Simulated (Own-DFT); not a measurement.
## Calculated data, AlN (wurtzite, strained, atoms displaced)

Computed with Own-DFT development build. A calculation, not a measurement: plane-wave PBE density functional theory by an unreviewed code, no spin, of a simulated periodic cell, stress positive in tension, free energy of the whole cell less one offset for each atom, forces on such cells passed a denser k mesh, this cell's mesh not checked; offsets are fitted by least squares, one for each functional and potential file, so energies compare only between cells with the same atoms and settings and are not formation energies; the far tail of each file's local potential was reset to the Coulomb form; each entry is a single point on an unrelaxed cell, so the pressure reflects the starting lattice, mostly measured values (interpolated for alloys), from which strain is counted, and rises with the displacements; printed positions are rounded, which can move forces by about a meV/angstrom; the program, named Own-DFT, is a retired in-house code; no spin-orbit coupling.

Common to all runs: functional PBE; potential files PseudoDojo norm-conserving, scalar-relativistic, standard set; wave cutoff 42 hartree; occupations Fermi-Dirac; smearing width 0.1 eV; hardware one NVIDIA H100; k mesh 2 x 2 x 2 centred on Gamma.

(1) 
```cif
# cell vector a (Å): 12.5126 -0.1522 -0.2284
# cell vector b (Å): -6.3881 10.9794 0.1006
# cell vector c (Å): -0.1829 -0.0125 9.9717
data_AlN
_symmetry_space_group_name_H-M 'P 1'
_symmetry_Int_Tables_number 1
_cell_length_a 12.5156
_cell_length_b 12.7030
_cell_length_c 9.9734
_cell_angle_alpha 89.080
_cell_angle_beta 92.096
_cell_angle_gamma 120.892
_cell_volume 1359.77
loop_
_atom_site_label
_atom_site_type_symbol
_atom_site_fract_x
_atom_site_fract_y
_atom_site_fract_z
_atom_site_occupancy
Al1 Al 0.08793 0.16520 0.00236 1
Al2 Al 0.16431 0.07539 0.25273 1
N1 N 0.08433 0.16694 0.18418 1
N2 N 0.16009 0.08292 0.43354 1
Al3 Al 0.07418 0.16308 0.49862 1
Al4 Al 0.16136 0.08417 0.75559 1
N3 N 0.08153 0.16976 0.69193 1
N4 N 0.16858 0.08209 0.94437 1
Al5 Al 0.07758 0.40905 0.00569 1
Al6 Al 0.16058 0.32801 0.25325 1
N5 N 0.08484 0.41519 0.18927 1
N6 N 0.17015 0.34236 0.44113 1
Al7 Al 0.08616 0.40974 0.49522 1
Al8 Al 0.17145 0.33117 0.74947 1
N7 N 0.08880 0.41599 0.68649 1
N8 N 0.16760 0.32938 0.94701 1
Al9 Al 0.07979 0.66345 0.00514 1
Al10 Al 0.16871 0.59005 0.24804 1
N9 N 0.08413 0.67206 0.20022 1
N10 N 0.16579 0.58508 0.43678 1
Al11 Al 0.07678 0.66760 0.50005 1
Al12 Al 0.15937 0.57697 0.75046 1
N11 N 0.08668 0.67318 0.68582 1
N12 N 0.16683 0.58001 0.94513 1
Al13 Al 0.08465 0.91332 0.00838 1
Al14 Al 0.16091 0.82805 0.25319 1
N13 N 0.08515 0.91539 0.19439 1
N14 N 0.16969 0.83631 0.44383 1
Al15 Al 0.07881 0.91717 0.49165 1
Al16 Al 0.16650 0.84118 0.75077 1
N15 N 0.07753 0.91105 0.68349 1
N16 N 0.16592 0.83940 0.93822 1
Al17 Al 0.32709 0.16448 0.00207 1
Al18 Al 0.41379 0.08363 0.25630 1
N17 N 0.32458 0.16134 0.19272 1
N18 N 0.41626 0.08575 0.44049 1
Al19 Al 0.33521 0.17089 0.50378 1
Al20 Al 0.41184 0.08504 0.74165 1
N19 N 0.32798 0.16016 0.69542 1
N20 N 0.41521 0.08624 0.94365 1
Al21 Al 0.33977 0.42483 0.00230 1
Al22 Al 0.41257 0.32653 0.24514 1
N21 N 0.32985 0.41340 0.18680 1
N22 N 0.41559 0.33522 0.43809 1
Al23 Al 0.34336 0.41973 0.50086 1
Al24 Al 0.41970 0.32802 0.74807 1
N23 N 0.33178 0.41576 0.68727 1
N24 N 0.41511 0.32564 0.94115 1
Al25 Al 0.33977 0.67518 0.00033 1
Al26 Al 0.42330 0.59357 0.24447 1
N25 N 0.33830 0.66939 0.19449 1
N26 N 0.42649 0.58712 0.43791 1
Al27 Al 0.33099 0.66216 0.50421 1
Al28 Al 0.41567 0.58354 0.75240 1
N27 N 0.33903 0.66652 0.69223 1
N28 N 0.41757 0.57992 0.94187 1
Al29 Al 0.33096 0.91912 0.99946 1
Al30 Al 0.41283 0.83102 0.25097 1
N29 N 0.33230 0.92273 0.18831 1
N30 N 0.41884 0.83247 0.44642 1
Al31 Al 0.33712 0.92680 0.49687 1
Al32 Al 0.41795 0.83616 0.74979 1
N31 N 0.32928 0.91556 0.69123 1
N32 N 0.42006 0.83791 0.93606 1
Al33 Al 0.59270 0.17462 0.00383 1
Al34 Al 0.66291 0.08342 0.24209 1
N33 N 0.58498 0.16635 0.19560 1
N34 N 0.66687 0.08080 0.43746 1
Al35 Al 0.58855 0.16275 0.49882 1
Al36 Al 0.66380 0.08228 0.75054 1
N35 N 0.58511 0.17017 0.68903 1
N36 N 0.65873 0.07975 0.94404 1
Al37 Al 0.57799 0.40705 0.00255 1
Al38 Al 0.66530 0.33455 0.25069 1
N37 N 0.58666 0.42542 0.18346 1
N38 N 0.67425 0.33475 0.43524 1
Al39 Al 0.58579 0.41869 0.49490 1
Al40 Al 0.67402 0.33372 0.75042 1
N39 N 0.58372 0.41351 0.68781 1
N40 N 0.66581 0.33107 0.93829 1
Al41 Al 0.58743 0.66983 0.00542 1
Al42 Al 0.66924 0.58425 0.24541 1
N41 N 0.58878 0.67294 0.19786 1
N42 N 0.67354 0.58499 0.45076 1
Al43 Al 0.58265 0.66358 0.50310 1
Al44 Al 0.66680 0.59107 0.74331 1
N43 N 0.58907 0.66964 0.68660 1
N44 N 0.66841 0.59244 0.94738 1
Al45 Al 0.58203 0.92080 0.00096 1
Al46 Al 0.66348 0.83605 0.24817 1
N45 N 0.58428 0.92660 0.19762 1
N46 N 0.66596 0.83191 0.44513 1
Al47 Al 0.57645 0.91959 0.49884 1
Al48 Al 0.67102 0.83587 0.74493 1
N47 N 0.58812 0.91907 0.68979 1
N48 N 0.66874 0.82696 0.93956 1
Al49 Al 0.82842 0.16355 0.00091 1
Al50 Al 0.91523 0.07886 0.25975 1
N49 N 0.83427 0.16503 0.19978 1
N50 N 0.90942 0.08242 0.43328 1
Al51 Al 0.83045 0.16423 0.49213 1
Al52 Al 0.91792 0.08122 0.74462 1
N51 N 0.83817 0.16601 0.69132 1
N52 N 0.91383 0.08159 0.94209 1
Al53 Al 0.83923 0.41872 0.99741 1
Al54 Al 0.91613 0.33171 0.25205 1
N53 N 0.83539 0.41871 0.19146 1
N54 N 0.91687 0.32982 0.43985 1
Al55 Al 0.82629 0.42089 0.50324 1
Al56 Al 0.92108 0.33740 0.75176 1
N55 N 0.83710 0.42261 0.69984 1
N56 N 0.92551 0.33429 0.93476 1
Al57 Al 0.83040 0.66291 0.99782 1
Al58 Al 0.91758 0.59222 0.25097 1
N57 N 0.83839 0.67226 0.18260 1
N58 N 0.91505 0.58867 0.43496 1
Al59 Al 0.83486 0.66636 0.50547 1
Al60 Al 0.91345 0.57612 0.75170 1
N59 N 0.83095 0.66181 0.69051 1
N60 N 0.92702 0.59319 0.93828 1
Al61 Al 0.83492 0.92028 0.00665 1
Al62 Al 0.91853 0.83494 0.25032 1
N61 N 0.82455 0.91830 0.18552 1
N62 N 0.90948 0.81685 0.44729 1
Al63 Al 0.82601 0.90468 0.50014 1
Al64 Al 0.92362 0.83947 0.75606 1
N63 N 0.83406 0.92017 0.67955 1
N64 N 0.91746 0.83966 0.94010 1
_calc_free_energy_of_cell_above_offsets '-53.841'  # eV
_calc_pressure 2.11  # GPa
_calc_stress_xx -1.4  # GPa
_calc_stress_yy -0.38  # GPa
_calc_stress_zz -4.56  # GPa
_calc_stress_yz -0.76  # GPa
_calc_stress_xz -4.89  # GPa
_calc_stress_xy -4.22  # GPa
_calc_wall_time 420.2  # s
```

Force:
| element | x (eV/Å) | y (eV/Å) | z (eV/Å) |
| --- | --- | --- | --- |
| Al | -1.079 | 0.108 | -0.8 |
| Al | -1.187 | 1.634 | -1.082 |
| N | -0.128 | -1.242 | 2.379 |
| N | 0.202 | 0.172 | 1.92 |
| Al | 0.977 | 1.059 | -0.051 |
| Al | 0.46 | -0.866 | -0.727 |
| N | 1.093 | -0.901 | -0.725 |
| N | -1.677 | -1.071 | -0.439 |
| Al | 2.934 | 1.304 | -0.414 |
| Al | 1.05 | 0.839 | -0.962 |
| N | -0.939 | 0.601 | 1.053 |
| N | 1.864 | -2.461 | -0.285 |
| Al | -2.114 | 2.127 | 0.686 |
| Al | -1.187 | 0.698 | 1.004 |
| N | -0.681 | -0.092 | 0.528 |
| N | -0.156 | 0.635 | -1.23 |
| Al | 2.275 | 1.711 | -0.199 |
| Al | 0.509 | -1.616 | 0.432 |
| N | 0.257 | -1.291 | -1.772 |
| N | -0.282 | -0.389 | 0.573 |
| Al | 2.053 | 0.405 | -0.211 |
| Al | 0.855 | 1.321 | -0.275 |
| N | -0.26 | -1.24 | 1.313 |
| N | -0.661 | 0.517 | 0.162 |
| Al | -0.737 | 0.654 | -1.303 |
| Al | 1.151 | 2.132 | 0.625 |
| N | -0.733 | -0.508 | 0.304 |
| N | -1.084 | 0.028 | -0.661 |
| Al | 1.046 | -0.43 | 1.059 |
| Al | 0.355 | -1.435 | -0.628 |
| N | 0.123 | 2.098 | 0.413 |
| N | 0.264 | -1.403 | 0.824 |
| Al | 2.105 | 0.15 | 0.053 |
| Al | 0.267 | 0.131 | -1.798 |
| N | 1.481 | 0.506 | 0.127 |
| N | 0.059 | 1.061 | 0.816 |
| Al | -0.667 | -0.555 | -0.623 |
| Al | 1.844 | -0.887 | 2.101 |
| N | -1.115 | 1.187 | -1.353 |
| N | 0.52 | 0.189 | -0.495 |
| Al | -0.289 | -2.505 | -0.159 |
| Al | -0.899 | 1.375 | -0.03 |
| N | 0.591 | 0.914 | 1.255 |
| N | 1.023 | -0.834 | -0.067 |
| Al | -1.596 | 0.543 | -0.748 |
| Al | -0.802 | 0.748 | 0.533 |
| N | 1.616 | 0.106 | 0.705 |
| N | -0.86 | 0.982 | -0.231 |
| Al | -0.061 | -1.381 | -0.511 |
| Al | 0.499 | -2.505 | 1.211 |
| N | -1.046 | 0.573 | -1.099 |
| N | -2.198 | -1.116 | -0.073 |
| Al | 0.478 | 0.458 | -0.612 |
| Al | 1.034 | -0.21 | -0.348 |
| N | -1.34 | 0.243 | 0.486 |
| N | -0.414 | 1.984 | 0.158 |
| Al | 0.746 | 0.816 | -0.368 |
| Al | -0.089 | 1.482 | 0.58 |
| N | 0.361 | -1.481 | 0.939 |
| N | -2.502 | -0.442 | -1.065 |
| Al | 0.404 | -2.438 | 0.878 |
| Al | 0.099 | -0.417 | -0.984 |
| N | 0.84 | 1.041 | -0.393 |
| N | -1.029 | -0.484 | 1.061 |
| Al | -1.85 | -1.899 | -0.215 |
| Al | 1.255 | 1.219 | 1.738 |
| N | -1.469 | 1.123 | -0.423 |
| N | -1.316 | 0.058 | -0.062 |
| Al | -0.442 | 1.002 | -0.268 |
| Al | 0.985 | 0.328 | -0.264 |
| N | 0.13 | -0.555 | -0.158 |
| N | 0.646 | 1.377 | -0.425 |
| Al | 0.39 | 1.81 | -1.65 |
| Al | 0.834 | 0.318 | -0.932 |
| N | 0.192 | -2.127 | 1.84 |
| N | -2.763 | -1.18 | 0.735 |
| Al | 0.384 | -0.303 | 0.636 |
| Al | -1.956 | -0.104 | -0.128 |
| N | 0.294 | 0.375 | 0.221 |
| N | 0.704 | 1.191 | 0.452 |
| Al | -0.14 | -0.31 | -0.33 |
| Al | -0.065 | 1.151 | 1.016 |
| N | 0.039 | -0.477 | -0.981 |
| N | -1.599 | -0.9 | -2.018 |
| Al | 1.2 | 1.338 | -0.897 |
| Al | 1.265 | -1.709 | 1.385 |
| N | -1.7 | 0.069 | 0.912 |
| N | -0.015 | -2.503 | -1.369 |
| Al | 1.309 | -1.081 | 0.304 |
| Al | -0.027 | 0.378 | 1.308 |
| N | 0.014 | -2.93 | -1.508 |
| N | -1.475 | -0.307 | -1.047 |
| Al | 3.176 | -0.173 | 0.45 |
| Al | -0.217 | -0.223 | 0.501 |
| N | -0.999 | 0.019 | 0.367 |
| N | -1.547 | 1.695 | -0.06 |
| Al | 1.569 | 0.193 | 0.146 |
| Al | -0.021 | 0.688 | -3.709 |
| N | -0.562 | 0.235 | -1.536 |
| N | 1.05 | -0.969 | 2.882 |
| Al | 0.443 | 0.555 | 1.221 |
| Al | -1.033 | 0.23 | 1.232 |
| N | -1.539 | 0.554 | -0.29 |
| N | 0.09 | 0.323 | -0.491 |
| Al | -0.024 | 0.207 | 0.434 |
| Al | 0.029 | 0.463 | -0.105 |
| N | -0.166 | 0.369 | -0.536 |
| N | -0.973 | 0.675 | 0.668 |
| Al | 3.46 | 0.775 | -0.233 |
| Al | 1.066 | -1.201 | -1.651 |
| N | 0.6 | -2.148 | -1.617 |
| N | -3.232 | -1.101 | 0.995 |
| Al | 0.726 | 1.585 | -0.797 |
| Al | 0.312 | -1.61 | -0.546 |
| N | -0.476 | -0.203 | 1.137 |
| N | -0.254 | -1.199 | 1.166 |
| Al | 0.528 | -1.514 | 0.61 |
| Al | 0.107 | 3.932 | -0.081 |
| N | 0.564 | 0.845 | 1.257 |
| N | -2.258 | -2.343 | 0.31 |
| Al | 0.106 | -0.309 | -1.997 |
| Al | -1.21 | -0.523 | -0.035 |
| N | 1.968 | -0.201 | 2.306 |
| N | -0.729 | 3.986 | -2.299 |
| Al | 0.727 | 1.164 | -0.994 |
| Al | -1.278 | -1.31 | -1.141 |
| N | 1.069 | -0.516 | 2.072 |
| N | 0.479 | -0.637 | 1.04 |

(2) 
```cif
# cell vector a (Å): 12.2510 -0.0295 -0.1262
# cell vector b (Å): -6.1510 10.9993 -0.0293
# cell vector c (Å): -0.1011 -0.0855 10.1247
data_AlN
_symmetry_space_group_name_H-M 'P 1'
_symmetry_Int_Tables_number 1
_cell_length_a 12.2517
_cell_length_b 12.6024
_cell_length_c 10.1256
_cell_angle_alpha 90.276
_cell_angle_beta 91.161
_cell_angle_gamma 119.349
_cell_volume 1362.25
loop_
_atom_site_label
_atom_site_type_symbol
_atom_site_fract_x
_atom_site_fract_y
_atom_site_fract_z
_atom_site_occupancy
Al1 Al 0.08727 0.16156 0.00139 1
Al2 Al 0.16667 0.08391 0.24772 1
N1 N 0.08047 0.16135 0.18849 1
N2 N 0.16654 0.08173 0.44010 1
Al3 Al 0.08221 0.16618 0.50297 1
Al4 Al 0.16215 0.08486 0.75419 1
N3 N 0.08287 0.16056 0.68007 1
N4 N 0.16560 0.07909 0.94389 1
Al5 Al 0.08146 0.40952 0.00599 1
Al6 Al 0.16578 0.33084 0.24893 1
N5 N 0.08345 0.42251 0.18461 1
N6 N 0.16067 0.33117 0.43646 1
Al7 Al 0.08561 0.41476 0.50474 1
Al8 Al 0.16633 0.33547 0.75418 1
N7 N 0.07741 0.41629 0.68302 1
N8 N 0.16696 0.33544 0.94177 1
Al9 Al 0.07925 0.66141 0.99361 1
Al10 Al 0.16914 0.58635 0.24742 1
N9 N 0.08378 0.66753 0.19541 1
N10 N 0.16617 0.58923 0.44486 1
Al11 Al 0.08225 0.66451 0.49750 1
Al12 Al 0.16819 0.58113 0.75851 1
N11 N 0.07549 0.65827 0.69673 1
N12 N 0.16547 0.58156 0.94810 1
Al13 Al 0.08868 0.91567 0.00098 1
Al14 Al 0.16986 0.83139 0.24490 1
N13 N 0.08460 0.91479 0.19193 1
N14 N 0.16790 0.83335 0.44337 1
Al15 Al 0.08088 0.91316 0.50492 1
Al16 Al 0.16716 0.83655 0.75960 1
N15 N 0.07714 0.91417 0.68738 1
N16 N 0.16913 0.84404 0.94212 1
Al17 Al 0.33833 0.17914 0.00033 1
Al18 Al 0.42594 0.08597 0.25826 1
N17 N 0.33569 0.17392 0.19561 1
N18 N 0.41044 0.08441 0.44728 1
Al19 Al 0.32737 0.16289 0.49692 1
Al20 Al 0.41734 0.08753 0.74866 1
N19 N 0.31702 0.16068 0.68727 1
N20 N 0.41268 0.07941 0.93237 1
Al21 Al 0.32989 0.41089 0.99524 1
Al22 Al 0.41649 0.33602 0.25019 1
N21 N 0.33855 0.41674 0.19141 1
N22 N 0.41483 0.33473 0.43712 1
Al23 Al 0.33467 0.41630 0.49873 1
Al24 Al 0.41631 0.32950 0.74925 1
N23 N 0.34215 0.42264 0.69580 1
N24 N 0.42165 0.33347 0.93847 1
Al25 Al 0.33508 0.66402 0.00242 1
Al26 Al 0.41807 0.57900 0.26169 1
N25 N 0.33322 0.67481 0.19787 1
N26 N 0.41952 0.58484 0.44327 1
Al27 Al 0.33662 0.66813 0.50389 1
Al28 Al 0.41361 0.58763 0.75696 1
N27 N 0.33126 0.66548 0.69536 1
N28 N 0.42311 0.59291 0.93838 1
Al29 Al 0.33746 0.92079 0.00894 1
Al30 Al 0.42064 0.83148 0.23942 1
N29 N 0.33111 0.91919 0.19828 1
N30 N 0.41263 0.82784 0.44661 1
Al31 Al 0.33728 0.92177 0.49251 1
Al32 Al 0.41172 0.84153 0.74728 1
N31 N 0.32462 0.91892 0.67995 1
N32 N 0.41259 0.83159 0.94097 1
Al33 Al 0.59212 0.17528 0.00423 1
Al34 Al 0.66671 0.08321 0.24907 1
N33 N 0.57892 0.16874 0.19363 1
N34 N 0.67391 0.07704 0.43868 1
Al35 Al 0.57985 0.16106 0.50622 1
Al36 Al 0.67025 0.08938 0.74790 1
N35 N 0.58753 0.16025 0.69186 1
N36 N 0.66316 0.07729 0.93563 1
Al37 Al 0.58120 0.42006 0.99999 1
Al38 Al 0.66106 0.33162 0.24741 1
N37 N 0.58853 0.41894 0.19311 1
N38 N 0.66591 0.33006 0.44944 1
Al39 Al 0.58887 0.42320 0.50250 1
Al40 Al 0.66403 0.32947 0.74685 1
N39 N 0.57570 0.40920 0.69456 1
N40 N 0.67393 0.33151 0.94618 1
Al41 Al 0.58339 0.66307 0.00136 1
Al42 Al 0.66746 0.58918 0.25161 1
N41 N 0.58950 0.66906 0.19378 1
N42 N 0.66482 0.58454 0.44461 1
Al43 Al 0.57534 0.65940 0.50059 1
Al44 Al 0.66496 0.57999 0.73840 1
N43 N 0.57831 0.66088 0.69110 1
N44 N 0.65979 0.57736 0.94670 1
Al45 Al 0.58065 0.91790 0.00229 1
Al46 Al 0.67067 0.83263 0.24660 1
N45 N 0.58623 0.91905 0.19021 1
N46 N 0.66942 0.83122 0.43598 1
Al47 Al 0.59273 0.92184 0.49859 1
Al48 Al 0.65716 0.83126 0.75681 1
N47 N 0.58372 0.92937 0.69154 1
N48 N 0.66566 0.83508 0.94026 1
Al49 Al 0.83380 0.17142 0.99158 1
Al50 Al 0.92080 0.08638 0.24741 1
N49 N 0.83339 0.16684 0.19420 1
N50 N 0.91604 0.08695 0.44465 1
Al51 Al 0.83616 0.16900 0.50230 1
Al52 Al 0.91967 0.08434 0.75385 1
N51 N 0.83693 0.17146 0.69063 1
N52 N 0.91595 0.07284 0.94361 1
Al53 Al 0.83398 0.42443 0.99863 1
Al54 Al 0.90842 0.33074 0.24879 1
N53 N 0.82536 0.41053 0.18293 1
N54 N 0.91396 0.33484 0.43948 1
Al55 Al 0.83472 0.41852 0.50211 1
Al56 Al 0.91396 0.33403 0.75510 1
N55 N 0.83479 0.41710 0.69267 1
N56 N 0.91181 0.32630 0.93945 1
Al57 Al 0.83736 0.67031 0.00229 1
Al58 Al 0.91966 0.58144 0.25324 1
N57 N 0.83116 0.66787 0.18305 1
N58 N 0.91467 0.58482 0.44255 1
Al59 Al 0.83040 0.66720 0.50209 1
Al60 Al 0.91903 0.58463 0.75549 1
N59 N 0.83697 0.67039 0.68984 1
N60 N 0.91670 0.58699 0.94041 1
Al61 Al 0.83426 0.90863 0.00132 1
Al62 Al 0.91466 0.83391 0.25021 1
N61 N 0.83305 0.91595 0.18707 1
N62 N 0.91590 0.83423 0.43481 1
Al63 Al 0.83298 0.92104 0.49637 1
Al64 Al 0.91526 0.83162 0.75623 1
N63 N 0.83418 0.91765 0.68998 1
N64 N 0.91883 0.83446 0.93781 1
_calc_free_energy_of_cell_above_offsets '-54.386'  # eV
_calc_pressure 1.68  # GPa
_calc_stress_xx -9.08  # GPa
_calc_stress_yy 2.61  # GPa
_calc_stress_zz 1.43  # GPa
_calc_stress_yz -1.79  # GPa
_calc_stress_xz -1.88  # GPa
_calc_stress_xy -0.72  # GPa
_calc_wall_time 406.1  # s
```

Force:
| element | x (eV/Å) | y (eV/Å) | z (eV/Å) |
| --- | --- | --- | --- |
| Al | -1.63 | 0.036 | 0.083 |
| Al | 0.827 | -0.999 | 0.897 |
| N | 0.42 | 1.756 | -0.236 |
| N | -1.395 | -0.539 | -0.735 |
| Al | 0.638 | -0.13 | -1.555 |
| Al | 0.335 | -2.074 | -0.195 |
| N | -1.254 | 1.995 | 2.748 |
| N | 0.481 | 1.018 | -0.475 |
| Al | -1.144 | 1.214 | -0.842 |
| Al | -0.446 | 0.208 | -0.077 |
| N | 0.448 | -1.133 | 1.599 |
| N | 1.277 | 0.071 | 0.299 |
| Al | -1.458 | 1.165 | -1.635 |
| Al | 0.257 | -0.405 | -1.548 |
| N | 1.298 | -0.037 | 2.58 |
| N | 0.147 | -1.655 | -0.384 |
| Al | 0.752 | 1.976 | 1.483 |
| Al | -0.428 | -0.372 | 1.257 |
| N | -0.125 | -0.288 | -1.573 |
| N | 1.737 | -2.086 | -0.993 |
| Al | -0.396 | 1.64 | 1.349 |
| Al | -1.064 | 0.021 | -1.014 |
| N | 1.648 | 1.825 | -0.141 |
| N | 0.398 | -1.019 | -0.678 |
| Al | -2.231 | 1.086 | 1.273 |
| Al | -1.622 | -0.08 | 2.033 |
| N | -0.394 | 0.513 | -0.65 |
| N | -0.523 | -0.598 | -0.942 |
| Al | 0.399 | 0.454 | -1.024 |
| Al | -0.505 | -0.438 | -2.087 |
| N | 0.467 | 0.399 | 1.573 |
| N | 2.238 | -2.811 | 0.079 |
| Al | 0.957 | -2.932 | 0.636 |
| Al | -3.05 | -0.604 | -0.101 |
| N | 0.615 | -0.751 | -0.932 |
| N | 2.166 | 0.038 | -1.084 |
| Al | -0.386 | 1.546 | 0.746 |
| Al | -0.58 | -1.304 | -0.435 |
| N | 2.787 | 1.839 | 0.18 |
| N | 0.411 | 1.523 | 1.721 |
| Al | 1.142 | 2.13 | 0.752 |
| Al | 1.615 | -0.448 | 0.688 |
| N | -1.891 | 0.715 | -0.921 |
| N | 0.729 | -0.209 | 0.741 |
| Al | -0.574 | -0.023 | 0.821 |
| Al | -1.318 | -0.63 | -0.197 |
| N | -1.608 | -0.707 | -0.337 |
| N | -1.631 | 0.041 | -0.335 |
| Al | -0.742 | 1.179 | 0.528 |
| Al | -0.486 | 1.187 | -1.861 |
| N | 1.802 | -2.491 | -1.482 |
| N | -1.864 | -1.786 | -0.28 |
| Al | -1.168 | 0.2 | 0.171 |
| Al | 1.349 | -0.595 | -0.894 |
| N | -0.301 | 1.05 | -0.337 |
| N | -0.706 | -2.413 | 1.051 |
| Al | -0.455 | 0.314 | -0.889 |
| Al | -0.863 | 1.447 | 2.54 |
| N | 2.075 | 0.819 | -0.904 |
| N | 1.229 | 1.474 | -1.148 |
| Al | -0.559 | -1.676 | 0.861 |
| Al | 0.666 | -0.431 | -0.122 |
| N | 0.943 | 0.475 | 1.344 |
| N | -0.216 | -0.114 | 0.266 |
| Al | -0.713 | -2.112 | -0.802 |
| Al | 0.478 | 0.04 | 0.396 |
| N | 1.932 | -0.079 | -0.589 |
| N | -2.366 | 1.269 | -0.301 |
| Al | 0.903 | 0.696 | -0.695 |
| Al | 1.883 | -1.509 | 1.202 |
| N | -3.2 | 2.254 | -0.683 |
| N | -0.183 | 1.336 | 1.009 |
| Al | 2.138 | -0.246 | 0.947 |
| Al | 0.969 | 0.319 | 1.368 |
| N | -1.798 | 0.633 | -0.393 |
| N | -0.567 | -0.155 | -0.937 |
| Al | -0.53 | -1.754 | -0.384 |
| Al | 0.87 | 0.047 | 0.627 |
| N | 1.449 | 1.135 | -0.976 |
| N | -2.481 | 0.401 | -1.629 |
| Al | 0.188 | 1.513 | 0.321 |
| Al | 1.734 | -1.377 | 0.059 |
| N | -2.102 | -0.213 | -0.564 |
| N | 0.114 | -0.623 | -0.458 |
| Al | 1.85 | 2.83 | 1.073 |
| Al | 0.022 | 0.198 | 1.855 |
| N | -0.35 | 1.151 | -0.231 |
| N | 1.302 | 1.012 | -1.647 |
| Al | 0.781 | -0.018 | -0.69 |
| Al | -0.608 | 0.346 | 0.674 |
| N | -0.081 | -0.035 | -0.337 |
| N | -1.014 | -0.663 | 0.24 |
| Al | -0.982 | -1.858 | 0.522 |
| Al | 1.047 | 0.75 | -1.432 |
| N | 0.623 | -2.134 | -0.384 |
| N | 0.041 | -1.165 | 0.857 |
| Al | 0.694 | -2.69 | 1.43 |
| Al | -1.147 | -1.117 | 0.739 |
| N | -0.171 | 0.308 | -1.321 |
| N | 0.614 | -0.651 | -1.329 |
| Al | -0.005 | 0.86 | -0.026 |
| Al | -0.417 | -0.995 | -0.52 |
| N | 0.181 | -0.135 | 0.426 |
| N | -0.444 | 1.763 | -0.37 |
| Al | 1.292 | -0.55 | 0.299 |
| Al | 1.04 | 0.359 | 0.392 |
| N | 0.47 | 1.371 | 1.021 |
| N | 0.569 | -0.272 | -0.175 |
| Al | 0.146 | 0.142 | 0.257 |
| Al | 0.578 | -0.187 | -0.956 |
| N | -1.061 | 0.369 | 0.232 |
| N | 0.251 | 2.214 | 0.099 |
| Al | -1.157 | -0.185 | -0.602 |
| Al | -1.351 | -0.003 | -0.353 |
| N | 0.791 | -0.036 | 1.685 |
| N | -0.325 | -0.847 | -0.501 |
| Al | 0.855 | 1.375 | -0.183 |
| Al | -1.127 | -0.702 | -0.947 |
| N | -0.606 | -1.154 | 0.329 |
| N | -0.289 | -0.945 | 0.008 |
| Al | -1.171 | 1.282 | -0.245 |
| Al | 1.097 | -0.265 | -0.121 |
| N | 0.223 | 0.71 | 0.283 |
| N | -0.412 | -0.564 | 0.705 |
| Al | 1.023 | -0.361 | 1.003 |
| Al | -0.44 | 0.671 | -1.557 |
| N | -0.909 | -0.203 | 0.164 |
| N | 0.622 | -1.129 | 0.857 |
